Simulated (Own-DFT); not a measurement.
# How strain changes the stress of 2H SiC, 72 atoms (C36Si36)

All numbers below are calculated, not measured. The program, named Own-DFT, is a retired in-house plane-wave density functional code that no person has reviewed. Each row is one single-point run on a periodic cell that was not relaxed, without spin or spin-orbit coupling.

Settings of every run: PBE; PseudoDojo norm-conserving scalar-relativistic files; cutoff 42 hartree; 4 x 4 x 3 k mesh centred on Gamma; Fermi-Dirac smearing of 0.1 eV.

Known limits: forces on such cells passed a denser k mesh, each cell not checked; stress not checked against mesh or cutoff.

Unstrained cell vectors in Å: (9.248, 0.000, 0.000); (-4.624, 8.009, 0.000); (0.000, 0.000, 10.068). The unstrained cell has measured lattice constants (interpolated for alloys), not those of this functional. That, the random moves and any unrelaxed bonds set the pressure at no strain. Each run strains this cell uniformly, with the atoms carried along. Every atom was also moved at random, by a Gaussian of width 0.05 Å on each axis. Strain is the symmetric tensor, in per cent. Stress is positive in tension, and the pressure is minus a third of its trace.

```
run,e_xx (%),e_yy (%),e_zz (%),e_yz (%),e_xz (%),e_xy (%),s_xx (GPa),s_yy (GPa),s_zz (GPa),s_yz (GPa),s_xz (GPa),s_xy (GPa),P (GPa),E (meV/atom)
1,1.91,1.51,-0.78,-1.93,1.19,-1.24,5.31,4.71,-8.13,-6.21,3.94,-4.22,-0.63,17.1
2,0.17,-1.86,-0.06,-1.62,-1.47,-1.48,-2.77,-18.28,-9.72,-4.48,-3.42,-6.59,10.26,54.3
3,-1.15,-1.60,0.44,1.09,-0.45,-0.51,-14.03,-16.07,-3.87,4.96,-0.52,-2.95,11.32,27.2
4,-0.75,-0.88,1.16,-1.10,0.38,-1.86,-8.58,-9.14,-2.20,-2.32,1.58,-8.88,6.64,27.9
5,1.62,-0.65,0.38,0.53,-1.41,-1.37,2.67,-5.76,-5.58,1.71,-4.48,-6.49,2.89,40.4
6,0.85,-0.56,1.95,-0.27,1.22,0.51,1.26,-4.42,3.04,0.03,3.30,2.21,0.04,0.0
7,-0.63,1.86,-1.35,-1.37,0.79,-1.55,-8.69,5.38,-15.10,-4.23,2.89,-7.46,6.14,39.6
8,0.39,1.62,1.83,1.48,-0.45,0.77,-1.57,5.51,3.02,5.42,-1.62,4.10,-2.32,19.8
9,-1.23,-0.09,-0.56,-0.29,-0.46,1.84,-10.97,-5.46,-13.03,-1.84,-1.52,7.73,9.82,30.9
10,-1.42,-0.23,0.65,-1.53,0.22,1.27,-14.53,-4.82,-4.34,-4.97,0.72,6.88,7.90,20.7
11,0.54,-1.47,0.90,1.47,-0.87,1.62,-2.54,-12.17,-4.32,5.53,-2.34,7.41,6.34,49.9
12,0.95,0.64,1.75,1.43,0.13,-0.21,1.22,1.46,2.74,4.95,-0.28,-0.86,-1.81,12.7
13,-0.45,-1.55,1.78,1.12,-1.06,1.95,-8.20,-15.25,2.45,3.89,-4.39,10.35,7.00,51.7
14,-0.03,0.01,0.54,0.45,-0.13,-0.01,-1.99,-8.44,-2.56,0.87,-0.36,0.24,4.33,14.5
15,1.91,-1.50,-1.20,-0.13,0.11,0.55,3.98,-12.23,-15.60,0.25,1.39,1.96,7.95,38.3
16,0.38,-0.18,-1.70,-0.73,-0.53,-0.99,-3.92,-6.48,-14.84,-4.14,-1.97,-4.39,8.41,11.6
17,-0.91,1.84,1.74,1.29,1.21,0.44,?,?,?,?,?,?,?,?
```

E is the free energy for each atom above the lowest run shown.

## Worked fit

Each stress component was fitted by least squares to a constant and the strains of the runs shown, as fractions, with shears doubled. Shear strains stay in the fit of a normal stress only where such slopes are resolved. The slopes, in GPa:

| stress | at no strain | per e_xx | per e_yy | per e_zz | scatter |
|---|---|---|---|---|---|
| s_xx | -5.1 | 559 ± 36 | 42 ± 32 | 46 ± 32 | 1.48 |
| s_yy | -4.8 | 85 ± 44 | 609 ± 40 | 58 ± 40 | 1.84 |
| s_zz | -7.3 | 31 ± 37 | 61 ± 34 | 549 ± 34 | 1.55 |

Each shear stress against twice its own strain: yz 168 ± 12, xz 160 ± 12, xy 241 ± 8 GPa. These are stiffnesses along x, y and z of the frame in which the cell vectors are given, which need not be the crystal's axes. The atoms are held to the strained lattice; where symmetry lets them move under strain, relaxing them would lower some slopes. The table should be nearly symmetric about its diagonal, and what it lacks of that shows the noise. A ninth of its sum, 227 ± 6 GPa, estimates the bulk modulus near the mean pressure of these runs, 5.3 GPa, so it lies above the value at zero pressure.

## Withheld run

Question: what normal stresses and pressure should run 17 give?

The fit gives s_xx = -8.6, s_yy = 6.6, s_zz = 3.1 and P = -0.4 GPa. The calculation gave -6.81, 4.14, 3.60 and P = -0.31 GPa.
